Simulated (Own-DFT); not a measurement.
# Computed records: Hf36O71 (tetragonal hafnia with one neutral oxygen vacancy, atoms displaced)

All values are calculated (Own-DFT development build). A calculation, not a measurement: plane-wave PBE and HSE06 DFT by an unreviewed code, no spin, of a simulated cell at Gamma alone, so results move with cell size and shape, stress positive in tension, energies less offsets, not probed for a lower state with spin; hafnium file: forces about 75 meV/angstrom off all-electron values; oxygen file: force components 24 meV/angstrom off all-electron in a glass; k mesh not checked against a denser one; forces and stress are PBE's, HSE06 gives the energy alone, and its difference from PBE has offsets of its own; offsets are fitted by least squares, one for each functional and potential file, so energies compare only between cells with the same atoms and settings and are not formation energies; the far tail of each file's local potential was reset to the Coulomb form; each entry is a single point on an unrelaxed cell, so the pressure reflects the starting lattice, taken from the Materials Project, from which strain is counted, and rises with the displacements; printed positions are rounded, which can move forces by about a meV/angstrom; the program is a retired in-house code; no spin-orbit coupling.

Settings shared by all entries: first functional PBE; second functional HSE06; exact exchange share 0.25; screening 0.11 1/bohr; exchange divergence Gygi-Baldereschi; potential files PseudoDojo norm-conserving, scalar-relativistic, made for PBE, standard set; wave cutoff 48 hartree; occupations fixed; k mesh 1 x 1 x 1 centred on Gamma.

(1) Hf36O71 (tetragonal hafnia with one neutral oxygen vacancy, atoms displaced)

```
Hf36O71
1.0
     10.7800     0.0000     0.0000
      0.0000    10.7800     0.0000
      0.0000     0.0000    10.4493
Hf O Hf O Hf O Hf O Hf O Hf O Hf O Hf O Hf O Hf O Hf O Hf O Hf O Hf O Hf O Hf O Hf O Hf O
2 4 2 4 2 4 2 4 2 4 2 4 2 4 2 4 2 3 2 4 2 4 2 4 2 4 2 4 2 4 2 4 2 4 2 4
Direct
  0.99917 0.98835 0.00378
  0.16571 0.16482 0.24728
  0.00044 0.16367 0.16294
  0.16552 0.99571 0.35501
  0.99574 0.16414 0.40050
  0.17273 0.99397 0.10664
  0.00164 0.99737 0.50089
  0.17324 0.17096 0.74727
  0.98909 0.16505 0.65802
  0.17011 0.00001 0.84271
  0.00411 0.16679 0.90877
  0.16218 0.99982 0.59556
  0.00321 0.33592 0.00483
  0.15957 0.50400 0.24859
  0.99687 0.49948 0.15657
  0.16620 0.33187 0.34841
  0.99058 0.49560 0.40393
  0.16061 0.32765 0.09108
  0.99490 0.33207 0.50729
  0.16828 0.49148 0.75284
  0.00480 0.50362 0.65469
  0.16517 0.32809 0.84919
  0.99531 0.49798 0.90050
  0.15979 0.33354 0.60110
  0.00696 0.65842 0.99735
  0.16532 0.83616 0.25176
  0.00020 0.83725 0.15522
  0.16170 0.66885 0.34419
  0.99100 0.83327 0.40488
  0.15927 0.66107 0.09803
  0.00584 0.66373 0.49375
  0.16545 0.83435 0.74415
  0.00929 0.83706 0.65010
  0.16747 0.66638 0.84817
  0.99574 0.83990 0.90656
  0.16391 0.66633 0.59884
  0.33682 0.00204 0.00251
  0.50447 0.16432 0.25283
  0.33656 0.16083 0.15626
  0.50488 0.99775 0.34190
  0.33391 0.16266 0.40672
  0.50684 0.99504 0.09970
  0.33852 0.99991 0.49889
  0.50047 0.16006 0.74317
  0.33186 0.15801 0.64888
  0.49821 0.99997 0.84805
  0.32203 0.16125 0.90448
  0.50003 0.99764 0.59815
  0.31863 0.34149 0.00522
  0.50329 0.50006 0.25330
  0.33400 0.49709 0.15396
  0.50040 0.32801 0.35205
  0.32630 0.50130 0.39918
  0.32839 0.33326 0.49569
  0.49520 0.49912 0.75595
  0.33188 0.50481 0.65239
  0.50724 0.33035 0.84915
  0.33895 0.48988 0.90856
  0.50852 0.33019 0.60270
  0.33586 0.67126 0.00531
  0.50032 0.83805 0.24286
  0.34060 0.83898 0.15942
  0.50199 0.67439 0.34879
  0.32859 0.83253 0.41288
  0.50130 0.65742 0.09789
  0.33428 0.67222 0.49641
  0.50253 0.83090 0.75854
  0.32982 0.83917 0.64912
  0.50392 0.67172 0.84664
  0.34214 0.83442 0.90486
  0.49538 0.65758 0.60355
  0.66853 0.00260 0.99915
  0.83002 0.16569 0.24544
  0.66666 0.17163 0.14867
  0.83330 0.00394 0.33764
  0.67260 0.17052 0.39962
  0.83116 0.99712 0.08987
  0.66172 0.00067 0.50940
  0.83188 0.16423 0.74849
  0.66887 0.16688 0.64981
  0.83724 0.99724 0.85352
  0.65965 0.16853 0.90338
  0.82663 0.00393 0.59681
  0.66682 0.33285 0.00102
  0.83766 0.49887 0.25208
  0.66612 0.49363 0.15677
  0.83577 0.33883 0.34975
  0.66803 0.49989 0.39836
  0.83991 0.33571 0.09358
  0.66909 0.33344 0.50220
  0.82043 0.51000 0.75211
  0.66512 0.50157 0.66011
  0.83737 0.33025 0.85683
  0.67244 0.49682 0.89764
  0.83574 0.33426 0.59420
  0.66733 0.67172 0.00628
  0.83356 0.83825 0.25080
  0.66862 0.83483 0.15864
  0.83815 0.66509 0.34380
  0.66860 0.82769 0.40134
  0.83117 0.67196 0.10266
  0.65874 0.66334 0.50339
  0.83600 0.83513 0.74782
  0.66586 0.83726 0.65410
  0.82313 0.66999 0.85109
  0.67072 0.83388 0.89693
  0.83494 0.66306 0.59737
```

* PBE energy of cell above offsets: -97.320 eV
* HSE06 less PBE above offsets: 0.036 eV
* PBE pressure: 2.66 GPa
* PBE stress xx: -4.05 GPa
* PBE stress yy: -0.77 GPa
* PBE stress zz: -3.16 GPa
* PBE stress yz: 0.33 GPa
* PBE stress xz: -0.41 GPa
* PBE stress xy: -0.09 GPa

Force:
```csv
element,x (eV/Å),y (eV/Å),z (eV/Å)
Hf,0.738,3.313,-0.005
Hf,-0.208,-0.622,1.265
O,0.051,-0.106,-0.967
O,-0.024,0.405,-0.749
O,0.442,0.317,1.16
O,-0.453,0.018,-0.687
Hf,-0.443,0.951,-0.35
Hf,-1.933,-2.058,1.055
O,2.183,0.076,-0.751
O,-0.093,-0.675,0.223
O,0.06,-0.606,0.619
O,1.023,0.512,0.015
Hf,-3.208,-1.83,-2.644
Hf,1.366,-0.813,1.241
O,1.172,0.279,-1.293
O,0.435,0.248,-0.471
O,1.273,0.502,-0.193
O,0.953,0.322,2.603
Hf,0.131,-0.515,-1.522
Hf,-1.175,1.353,-1.093
O,-0.567,-0.303,0.208
O,0.471,1.387,0.166
O,0.793,0.635,0.606
O,1.729,-0.447,0.177
Hf,-2.356,1.077,-0.589
Hf,-0.257,1.19,0.09
O,0.552,0.068,-0.125
O,-0.125,-0.355,0.241
O,0.469,0.085,-0.313
O,2.241,0.228,0.396
Hf,-1.461,-0.329,0.988
Hf,1.06,0.42,0.618
O,-2.51,-0.076,0.086
O,0.098,-0.236,0.533
O,0.376,-3.374,-1.192
O,1.103,0.267,-0.78
Hf,-0.384,0.537,-0.289
Hf,-0.259,1.005,-0.536
O,-0.048,0.367,-0.041
O,-0.393,0.025,1.379
O,0.04,0.802,-0.452
O,-0.581,0.216,-0.383
Hf,-1.934,-0.299,0.806
Hf,0.381,1.662,1.342
O,0.768,0.677,-0.003
O,0.155,0.025,-0.008
O,0.519,1.373,-0.083
O,-0.085,0.496,0.415
Hf,3.477,-2.837,0.13
Hf,0.033,-0.589,0.013
O,-1.021,-0.178,-0.08
O,-0.45,0.891,-0.509
O,0.374,0.006,0.486
Hf,0.536,0.332,-0.01
Hf,0.547,-0.837,-0.204
O,-0.126,-1.088,0.438
O,-0.61,-0.185,-0.281
O,-0.182,3.154,-1.161
O,-1.962,0.197,-0.446
Hf,-0.284,-0.584,-0.76
Hf,2.193,-0.473,1.763
O,-2.289,-1.298,-1.149
O,-0.6,-0.908,0.12
O,0.053,0.708,-1.791
O,-0.499,0.631,0.113
Hf,-0.357,-1.549,1.529
Hf,-0.615,0.999,-1.153
O,1.109,-0.423,0.775
O,-0.443,-1.752,1.185
O,-0.242,-0.69,0.68
O,0.294,0.712,-0.516
Hf,-0.066,0.07,-0.914
Hf,0.862,1.262,1.254
O,-0.393,0.085,-0.164
O,-0.251,-0.431,0.628
O,-0.473,-0.761,0.429
O,0.104,0.247,1.133
Hf,1.36,-0.617,-2.206
Hf,0.374,0.766,2.182
O,-0.774,-0.387,-0.111
O,-0.465,0.553,-1.214
O,0.375,-1.039,-0.184
O,1.004,-0.793,0.196
Hf,-0.097,0.296,-0.358
Hf,-1.581,0.379,0.562
O,-0.024,-0.155,-0.637
O,-0.318,-1.422,-0.408
O,-0.738,0.22,1.104
O,-1.043,-0.222,1.102
Hf,0.144,-0.042,-0.89
Hf,2.467,-1.442,0.692
O,-1.174,0.052,-1.477
O,-0.617,0.096,-1.794
O,-0.499,1.058,1.232
O,-1.504,0.22,1.194
Hf,1.395,-0.679,-0.899
Hf,-0.036,-1.479,0.84
O,-0.645,-0.416,-1.486
O,0.057,0.311,0.175
O,0.212,0.934,1.141
O,0.661,-0.399,-1.112
Hf,1.188,0.581,-0.798
Hf,-0.125,-0.056,0.223
O,-0.089,-0.312,-0.137
O,0.745,0.42,-0.274
O,-0.719,0.352,1.008
O,-0.342,0.324,0.078
```

(2) Hf36O71 (tetragonal hafnia with one neutral oxygen vacancy, atoms displaced)

```
Hf36O71
1.0
     10.7800     0.0000     0.0000
      0.0000    10.7800     0.0000
      0.0000     0.0000    10.4493
Hf O Hf O Hf O Hf O Hf O Hf O Hf O Hf O Hf O Hf O Hf O Hf O Hf O Hf O Hf O Hf O Hf O Hf O
2 4 2 4 2 4 2 4 2 4 2 3 2 4 2 4 2 4 2 4 2 4 2 4 2 4 2 4 2 4 2 4 2 4 2 4
Direct
  0.00441 0.99571 0.99825
  0.16848 0.16760 0.25025
  0.00212 0.16277 0.15151
  0.16450 0.99867 0.34988
  0.99985 0.16986 0.39982
  0.16480 0.00399 0.10042
  0.99497 0.99846 0.49869
  0.17004 0.16182 0.75361
  0.00097 0.16622 0.65128
  0.16822 0.99847 0.84704
  0.99848 0.16598 0.90492
  0.17199 0.00349 0.59319
  0.00314 0.33357 0.99949
  0.16657 0.49794 0.25327
  0.00244 0.50499 0.15726
  0.16725 0.33041 0.34576
  0.00188 0.49506 0.40217
  0.16559 0.33244 0.09727
  0.99513 0.33449 0.50241
  0.16472 0.49909 0.74868
  0.99897 0.50067 0.65028
  0.16281 0.33258 0.85098
  0.99741 0.49766 0.90116
  0.17024 0.34050 0.59227
  0.00258 0.66650 0.00077
  0.16402 0.83609 0.25167
  0.99682 0.83203 0.14913
  0.17103 0.66603 0.34998
  0.00248 0.83219 0.39934
  0.16807 0.66467 0.10061
  0.00198 0.67030 0.49579
  0.16528 0.83647 0.75128
  0.00132 0.83512 0.65333
  0.16690 0.66891 0.84636
  0.00401 0.83549 0.90993
  0.33326 0.99989 0.00243
  0.50325 0.16759 0.25166
  0.33947 0.16600 0.15108
  0.49980 0.99949 0.34833
  0.32999 0.16940 0.40905
  0.49256 0.00163 0.09966
  0.32820 0.00229 0.49805
  0.50215 0.16785 0.75101
  0.33509 0.16583 0.64896
  0.50409 0.99845 0.84592
  0.32951 0.16928 0.90218
  0.50142 0.99925 0.60143
  0.33301 0.33301 0.99836
  0.49887 0.50431 0.25182
  0.33419 0.49644 0.15674
  0.50027 0.33099 0.34799
  0.33855 0.50262 0.40557
  0.50215 0.33365 0.09882
  0.33633 0.33610 0.49878
  0.50105 0.49573 0.75436
  0.33361 0.50139 0.65136
  0.49917 0.33322 0.85078
  0.33406 0.50222 0.90549
  0.50300 0.32866 0.59536
  0.33967 0.66790 0.00037
  0.49677 0.82764 0.24771
  0.33928 0.82904 0.14972
  0.50044 0.66851 0.34743
  0.33142 0.83236 0.40012
  0.49920 0.67056 0.09233
  0.33121 0.66827 0.50616
  0.50009 0.83399 0.74856
  0.33553 0.83222 0.65252
  0.50374 0.66877 0.84900
  0.33445 0.83590 0.90083
  0.50235 0.67417 0.60410
  0.66756 0.99714 0.99992
  0.83293 0.17447 0.25475
  0.66583 0.16769 0.15345
  0.83436 0.99596 0.34874
  0.66812 0.16066 0.40133
  0.83393 0.00047 0.09855
  0.67104 0.00354 0.49859
  0.83247 0.16786 0.75017
  0.66873 0.16673 0.65383
  0.83042 0.00085 0.85506
  0.66969 0.17063 0.89879
  0.83254 0.00554 0.59192
  0.67258 0.33299 0.99856
  0.83676 0.49609 0.24934
  0.66691 0.49982 0.15744
  0.83467 0.33173 0.34731
  0.66741 0.49756 0.40591
  0.83642 0.33414 0.09939
  0.66760 0.33283 0.50414
  0.83673 0.50272 0.75433
  0.66155 0.50145 0.65246
  0.83646 0.33374 0.84693
  0.66581 0.49708 0.89947
  0.82892 0.33318 0.59597
  0.66682 0.66635 0.99470
  0.83760 0.83622 0.25126
  0.66553 0.83314 0.15734
  0.83654 0.67260 0.34458
  0.67039 0.83507 0.40162
  0.83245 0.66645 0.09794
  0.66779 0.66803 0.50117
  0.83187 0.83373 0.75002
  0.66483 0.83588 0.65624
  0.83427 0.66737 0.84537
  0.66636 0.83584 0.90297
  0.83341 0.66929 0.60082
```

- PBE energy of cell above offsets: -100.649 eV
- HSE06 less PBE above offsets: -0.141 eV
- PBE pressure: 1.01 GPa
- PBE stress xx: -0.06 GPa
- PBE stress yy: -1.3 GPa
- PBE stress zz: -1.67 GPa
- PBE stress yz: -0.25 GPa
- PBE stress xz: -0.32 GPa
- PBE stress xy: -0.02 GPa

Force:
```csv
element,x (eV/Å),y (eV/Å),z (eV/Å)
Hf,-1.498,1.826,1.371
Hf,-0.045,-0.198,-0.333
O,-0.41,0.563,0.622
O,0.067,0.36,-0.34
O,-0.286,-0.565,0.54
O,0.942,-0.718,-0.06
Hf,1.147,1.059,-0.39
Hf,0.03,0.994,-0.942
O,0.083,0.074,0.33
O,-0.28,0.448,0.344
O,0.22,-0.114,-0.362
O,-1.997,-0.238,1.069
Hf,0.099,-1.042,-0.012
Hf,0.537,0.211,-0.085
O,-0.2,-0.268,-0.661
O,0.185,0.662,-0.018
O,-0.26,1.059,0.127
O,0.31,0.11,0.128
Hf,1.406,-0.581,0.035
Hf,0.484,-0.091,-0.166
O,0.074,0.246,0.222
O,0.192,0.071,-0.614
O,0.011,0.814,0.063
O,-0.91,-0.103,0.559
Hf,-0.003,-0.109,0.805
Hf,0.864,-0.719,-0.341
O,1.246,0.018,0.318
O,-0.611,0.053,0.375
O,0.195,0.327,0.179
O,0.064,0.206,-0.52
Hf,0.044,-1.022,0.452
Hf,1.189,-1.032,-0.444
O,-0.323,-0.018,-0.292
O,-0.388,-0.344,-0.681
O,-0.106,-1.149,-1.47
Hf,0.387,0.18,0.06
Hf,-0.326,-0.613,-0.24
O,-1.239,0.304,0.358
O,-0.17,-0.071,-0.3
O,-0.077,-0.341,-1
O,1.463,-0.184,-0.613
Hf,2.287,-0.326,-0.156
Hf,-0.288,-0.995,-0.541
O,-0.211,0.23,1.142
O,-0.172,1.017,0.564
O,0.053,-0.723,-0.282
O,-0.145,0.222,-0.632
Hf,0.658,0.22,1.046
Hf,0.27,-1.344,0.133
O,-0.106,0.243,-0.189
O,0.05,0.689,0.116
O,-0.115,0.035,-0.139
O,0.07,0.154,-0.737
Hf,-0.203,-0.238,0.082
Hf,-0.231,1.105,-0.435
O,0.096,0.405,0.579
O,-0.183,-0.164,-0.25
O,-0.035,-0.372,-0.308
O,-0.35,0.232,0.801
Hf,-1.381,0.504,-0.362
Hf,1.009,1.742,0.89
O,-2.059,0.231,-0.102
O,0.279,-0.459,0.265
O,-0.178,-0.002,0.275
O,1.065,-0.585,0.844
Hf,0.071,0.402,-0.085
Hf,-0.254,0.173,-0.194
O,-1.374,-0.375,-0.038
O,-0.073,-0.77,0.136
O,-0.128,-0.321,0.243
O,-0.23,-0.387,-1.007
Hf,-0.063,0.715,0.803
Hf,0.546,-2.387,-1.446
O,0.646,0.094,-0.169
O,0.601,1.322,0.316
O,0.385,1.703,-0.091
O,-0.033,-0.207,-0.288
Hf,-2.196,-1.542,-0.104
Hf,0.408,-0.371,0.577
O,-0.138,0.082,-0.192
O,0.223,-0.318,-1.366
O,-0.13,-0.425,0.415
O,0.644,-0.362,1.302
Hf,-1.165,-0.329,0.858
Hf,-0.756,1.512,0.064
O,0.196,0.134,-0.428
O,-0.145,0.927,0.736
O,0.25,0.484,0.03
O,0.016,0.167,0.176
Hf,-0.998,0.076,-0.913
Hf,-0.722,-0.346,-0.882
O,0.989,-0.209,0.325
O,-0.14,0.17,-0.041
O,0.297,0.433,0.296
O,0.915,0.075,0.634
Hf,0.196,0.279,0.912
Hf,-1.653,-0.16,-0.838
O,0.169,0.143,-0.778
O,0.177,-1.671,0.511
O,-0.058,-0.364,0.874
O,0.179,-0.304,-0.876
Hf,-0.433,0.293,-0.132
Hf,-0.694,0.24,0.07
O,1.485,-0.03,-0.183
O,-0.036,0.429,0.511
O,0.39,-0.869,0.062
O,0.337,0.013,-0.477
```
